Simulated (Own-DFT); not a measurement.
# One host, several defects: D0_22 TiAl3

Everything here is calculated. The program is Own-DFT (plane waves, in-house, since retired, never reviewed by a person); positions were held fixed, and spin and spin-orbit coupling were off.

Settings: PBE; PseudoDojo norm-conserving scalar-relativistic files; cutoff 42 hartree; 4 x 4 x 4 k mesh centred on Gamma; cold (Marzari-Vanderbilt) smearing of 0.2 eV.

Known weak points: forces on such cells failed a check on a denser k mesh; stress not checked against mesh or cutoff.

All runs share one cell, with vectors in Å (-2.365, -6.981, 4.326); (-7.667, 3.491, 1.442); (-2.950, -3.488, -7.241) and a volume of 625.4 Å³. The atoms are randomly displaced, by u rms on each axis. The defect's site can differ from row to row.

| cell | formula | u (Å) | P (GPa) |
|---|---|---|---|
| no defect | Al30Ti10 | 0.0228 | 2.02 |
| no defect | Al30Ti10 | 0.0462 | 2.49 |
| no defect | Al30Ti10 | 0.0472 | 2.51 |
| two Al on a Ti site each | Al32Ti8 | 0.0310 | 2.94 |
| two Al on a Ti site each | Al32Ti8 | 0.0315 | 2.93 |
| two Al on a Ti site each | Al32Ti8 | 0.0530 | 3.50 |
| two Ti on an Al site each | Al28Ti12 | 0.0305 | 3.15 |
| two Ti on an Al site each | Al28Ti12 | 0.0306 | 3.36 |
| two Ti on an Al site each | Al28Ti12 | 0.0486 | 3.81 |
| two Ti on an Al site each | Al28Ti12 | 0.0524 | ? |
| two Al vacancies | Al28Ti10 | 0.0304 | 1.19 |
| two Al vacancies | Al28Ti10 | 0.0491 | 1.75 |
| two Al vacancies | Al28Ti10 | 0.0527 | 1.81 |

## Working it out

P = P0 + c u² + a shift for each defect gives P0 = 1.80 GPa, c = 329 ± 26 GPa/Å² and a scatter of 0.07 GPa. The shifts, and each times the cell's volume:

- two Ti on an Al site each: 1.17 ± 0.06 GPa, 4.6 eV (2.3 eV for each of its 2 sites)
- two Al on a Ti site each: 0.80 ± 0.06 GPa, 3.1 eV (1.6 eV for each of its 2 sites)
- two Al vacancies: -0.89 ± 0.06 GPa, -3.5 eV (-1.7 eV for each of its 2 sites)

Against the defect-free cell, a freed cell would be larger where the shift is positive and smaller where it is negative (160.2 GPa Å³ is 1 eV). The atoms around the defects weren't relaxed, which would change these numbers.

## Check

The question: what pressure belongs in the blank (two Ti on an Al site each, u = 0.0524 Å)?

The fit gives 3.88 ± 0.09 GPa. Computed: 3.65 GPa.
